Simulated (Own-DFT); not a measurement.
# Computed records: Si$_{3}$N$_{4}$ (beta silicon nitride, atoms displaced)

All values are calculated (Own-DFT development build). A calculation, not a measurement: plane-wave PBE density functional theory by an unreviewed code, no spin, of a simulated periodic cell, stress positive in tension, free energy of the whole cell less one offset for each atom, forces on such cells passed a denser k mesh, this cell's mesh not checked; offsets are fitted by least squares, one for each functional and potential file, so energies compare only between cells with the same atoms and settings and are not formation energies; the far tail of each file's local potential was reset to the Coulomb form; each entry is a single point on an unrelaxed cell, so the pressure reflects the starting lattice, mostly measured values (interpolated for alloys), from which strain is counted, and rises with the displacements; printed positions are rounded, which can move forces by about a meV/angstrom; the program, named Own-DFT, is a retired in-house code; no spin-orbit coupling.

```yaml
- formula: Si3N4
  kind: "beta silicon nitride, atoms displaced"
  structure:
    cell_angstrom: [[7.606, 0.0, 0.0], [-3.803, 6.587, 0.0], [0.0, 0.0, 8.727]]
    atoms_fractional:
      - [Si, 0.17109, 0.76967, 0.08199]
      - [Si, 0.22718, 0.40437, 0.08555]
      - [Si, 0.60267, 0.83229, 0.07748]
      - [Si, 0.81509, 0.22472, 0.25967]
      - [Si, 0.78295, 0.60392, 0.2519]
      - [Si, 0.41114, 0.16888, 0.24443]
      - ["N", 0.3323, 0.03827, 0.07858]
      - ["N", 0.95262, 0.28102, 0.08567]
      - ["N", 0.71042, 0.67914, 0.08259]
      - ["N", 0.6653, 0.96431, 0.2546]
      - ["N", 0.04299, 0.70814, 0.24683]
      - ["N", 0.29282, 0.32699, 0.24977]
      - ["N", 0.34046, 0.6789, 0.09862]
      - ["N", 0.66805, 0.33017, 0.25216]
      - [Si, 0.16555, 0.76783, 0.42201]
      - [Si, 0.21738, 0.3911, 0.42768]
      - [Si, 0.59847, 0.83932, 0.41767]
      - [Si, 0.82811, 0.23135, 0.58061]
      - [Si, 0.76681, 0.58297, 0.58014]
      - [Si, 0.4008, 0.17292, 0.58121]
      - ["N", 0.34021, 0.03656, 0.41986]
      - ["N", 0.97666, 0.31067, 0.40154]
      - ["N", 0.71151, 0.66199, 0.41289]
      - ["N", 0.67057, 0.96933, 0.58585]
      - ["N", 0.03656, 0.70515, 0.57546]
      - ["N", 0.30837, 0.33343, 0.58256]
      - ["N", 0.32806, 0.67029, 0.40728]
      - ["N", 0.65757, 0.32672, 0.59271]
      - [Si, 0.18253, 0.77214, 0.75117]
      - [Si, 0.23593, 0.4054, 0.74231]
      - [Si, 0.6038, 0.83211, 0.75095]
      - [Si, 0.835, 0.22315, 0.91534]
      - [Si, 0.77305, 0.6111, 0.91028]
      - [Si, 0.39748, 0.16674, 0.9168]
      - ["N", 0.34672, 0.03117, 0.73747]
      - ["N", 0.95942, 0.29412, 0.75038]
      - ["N", 0.70015, 0.68142, 0.75135]
      - ["N", 0.66394, 0.96716, 0.90477]
      - ["N", 0.02218, 0.70733, 0.91561]
      - ["N", 0.29673, 0.32514, 0.90513]
      - ["N", 0.34245, 0.66428, 0.74724]
      - ["N", 0.6791, 0.34299, 0.92033]
  settings:
    functional: PBE
    potential_files: "PseudoDojo norm-conserving, scalar-relativistic, standard set"
    "wave_cutoff [hartree]": 42.0
    occupations: Fermi-Dirac
    "smearing_width [eV]": 0.1
    k_mesh: "3 x 3 x 3 centred on Gamma"
  results:
    "free_energy_of_cell_above_offsets [eV]": "-2.754"
    "pressure [GPa]": 8.21
    "stress_xx [GPa]": -6.78
    "stress_yy [GPa]": -4.36
    "stress_zz [GPa]": -13.49
    "stress_yz [GPa]": 0.64
    "stress_xz [GPa]": -1.04
    "stress_xy [GPa]": -0.83
    force_element: [Si, Si, Si, Si, Si, Si, "N", "N", "N", "N", "N", "N", "N", "N", Si, Si, Si, Si, Si, Si, "N", "N", "N", "N", "N", "N", "N", "N", Si, Si, Si, Si, Si, Si, "N", "N", "N", "N", "N", "N", "N", "N"]
    "force_x [eV/angstrom]": [1.421, -0.323, -0.652, 0.116, -0.164, -1.819, -0.082, 2.566, -0.343, 0.384, -1.954, 1.329, -0.37, -0.578, 4.028, 2.838, -0.428, -1.632, -0.468, 1.552, -0.664, -2.084, -3.076, 0.63, -2.597, -1.069, 1.639, 2.033, 0.057, -1.462, -2.033, -4.17, -0.396, 2.68, -1.136, 3.458, 2.67, 0.233, 3.811, -0.777, -1.868, -1.301]
    "force_y [eV/angstrom]": [0.64, 0.34, -0.992, -0.316, -1.792, 1.992, -2.774, 1.229, 0.369, 1.743, -0.591, -0.979, -1.676, 1.467, 1.972, 4.261, -4.84, 0.188, 1.452, 0.281, -1.539, -1.447, 2.18, 1.308, -1.775, -0.251, -1.15, 0.721, -0.836, 0.343, -1.579, 1.237, -3.794, 3.262, -1.285, 1.63, -1.738, 1.467, 1.738, 0.146, 0.45, -1.06]
    "force_z [eV/angstrom]": [-0.654, -0.328, 1.219, -4.014, -2.336, 1.837, 0.74, 0.512, 0.276, -1.831, 0.986, 0.787, -2.074, 0.122, -3.966, -4.456, 0.661, 0.171, 1.037, -0.565, -1.85, 4.859, 1.743, -1.215, 5.003, 0.135, 1.754, -0.802, -0.858, 1.782, -2.414, 0.861, 1.607, -2.631, 3.315, -2.221, -2.227, 3.808, -0.711, 2.071, 0.261, -0.397]
```
